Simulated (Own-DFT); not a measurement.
# Strain and stress in diamond-structure GeSn with randomly placed atoms, 64 atoms (Ge56Sn8)

Calculated results; nothing here was measured. They come from Own-DFT, an in-house plane-wave density functional program, since retired, whose code no person has reviewed. Each row is one single-point run on a periodic cell that was not relaxed, without spin or spin-orbit coupling.

Settings of every run: PBE; PseudoDojo norm-conserving scalar-relativistic files; cutoff 49 hartree; 3 x 3 x 3 k mesh centred on Gamma; Fermi-Dirac smearing of 0.1 eV.

Known limits: forces on such cells moved up to 12 meV/angstrom on a denser k mesh; stress not checked against mesh or cutoff.

Unstrained cell vectors in Å: (11.524, 0.000, 0.000); (0.000, 11.524, 0.000); (0.000, 0.000, 11.524). The unstrained cell has measured lattice constants (interpolated for alloys), not those of this functional. That, the random moves and any unrelaxed bonds set the pressure at no strain. Each run strains this cell uniformly, with the atoms carried along. Every atom was also moved at random, by a Gaussian of width 0.05 Å on each axis. The random placing of the alloy's atoms differs from row to row. Strain is the symmetric tensor, in per cent. Stress is positive in tension, and the pressure is minus a third of its trace.

| run | e_xx (%) | e_yy (%) | e_zz (%) | s_xx (GPa) | s_yy (GPa) | s_zz (GPa) | P (GPa) | E (meV/atom) |
|---|---|---|---|---|---|---|---|---|
| 1 | -0.25 | -0.25 | 0.00 | -5.35 | -5.71 | -5.43 | 5.50 | 26.2 |
| 2 | -2.25 | -2.25 | 0.00 | -9.54 | -9.50 | -8.31 | 9.12 | 82.7 |
| 3 | 0.75 | 0.75 | 0.00 | -4.11 | -4.11 | -4.54 | 4.25 | 28.8 |
| 4 | 2.25 | 2.25 | 0.00 | -2.02 | -1.85 | -3.10 | 2.32 | 16.2 |
| 5 | -2.50 | -2.50 | 0.00 | -9.80 | -10.04 | -8.40 | 9.41 | 77.5 |
| 6 | 2.00 | 2.00 | 0.00 | -2.46 | -2.48 | -3.40 | 2.78 | 31.0 |
| 7 | -2.00 | -2.00 | 0.00 | -8.82 | -8.88 | -7.61 | 8.44 | 61.1 |
| 8 | 2.75 | 2.75 | 0.00 | -1.08 | -1.15 | -2.30 | 1.51 | 0.0 |
| 9 | -0.75 | -0.75 | 0.00 | ? | ? | ? | ? | ? |

E is the free energy for each atom above the lowest run shown.

## Worked fit

The change of volume is close to e_xx + e_yy + e_zz. A straight line through the runs shown gives P = 5.58 - 74 x (fractional change of volume) GPa, with an error of 2 on the slope and a scatter of 0.26 GPa. The strain isn't the same on all axes, but the crystal is cubic, so the slope still estimates the bulk modulus, averaged over pressures from 1.5 to 9.4 GPa.

## Withheld run

Question: what pressure should run 9 give? Its volume changes by -1.49 %.

The line gives 6.7 GPa. The calculation gave 6.42 GPa.
